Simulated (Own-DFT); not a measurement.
# Response to strain: wurtzite AlGaN with randomly placed atoms, 72 atoms (Al9Ga27N36)

All numbers below are calculated, not measured. They come from Own-DFT, an in-house plane-wave density functional program, since retired, whose code no person has reviewed. Each row is one single-point run on a periodic cell that was not relaxed, without spin or spin-orbit coupling.

Settings of every run: PBEsol; PseudoDojo norm-conserving scalar-relativistic files, made for PBE; cutoff 42 hartree; 4 x 4 x 3 k mesh centred on Gamma; Fermi-Dirac smearing of 0.1 eV.

Known limits: forces on such cells passed a denser k mesh, each cell not checked; stress not checked against mesh or cutoff.

Unstrained cell vectors in Å: (9.509, 0.000, 0.000); (-4.755, 8.235, 0.000); (0.000, 0.000, 10.268). The unstrained cell has measured lattice constants (interpolated for alloys), not those of this functional. That, the random moves and any unrelaxed bonds set the pressure at no strain. Each run strains this cell uniformly, with the atoms carried along. Every atom was also moved at random, by a Gaussian of width 0.05 Å on each axis. The random placing of the alloy's atoms differs from row to row. Strain is the symmetric tensor, in per cent. Stress is positive in tension, and the pressure is minus a third of its trace.

```
run,e_xx (%),e_yy (%),e_zz (%),s_xx (GPa),s_yy (GPa),s_zz (GPa),P (GPa),E (meV/atom)
1,1.75,1.75,0.00,5.94,6.65,-0.29,-4.10,7.3
2,-2.50,-2.50,0.00,-17.76,-17.86,-6.41,14.01,43.5
3,-3.00,-3.00,0.00,-24.02,-21.09,-6.31,17.14,62.9
4,0.75,0.75,0.00,2.74,1.40,-2.02,-0.70,0.0
5,-2.75,-2.75,0.00,-20.26,-20.37,-6.41,15.68,58.1
6,-1.00,-1.00,0.00,-12.39,-7.82,-3.08,7.76,43.7
7,-1.50,-1.50,0.00,-11.83,-7.47,-6.74,8.68,16.2
8,1.00,1.00,0.00,2.63,3.83,-2.62,-1.28,9.9
9,-0.75,-0.75,0.00,?,?,?,?,?
```

E is the free energy for each atom above the lowest run shown.

## Worked fit

The change of volume is close to e_xx + e_yy + e_zz. A straight line through the runs shown gives P = 3.17 - 224 x (fractional change of volume) GPa, with an error of 7 on the slope and a scatter of 0.67 GPa. The strain isn't the same on all axes and the cell isn't cubic, so the slope belongs to this path and is not the bulk modulus.

## Withheld run

Question: what pressure should run 9 give? Its volume changes by -1.49 %.

The line gives 6.5 GPa. The calculation gave 5.87 GPa.
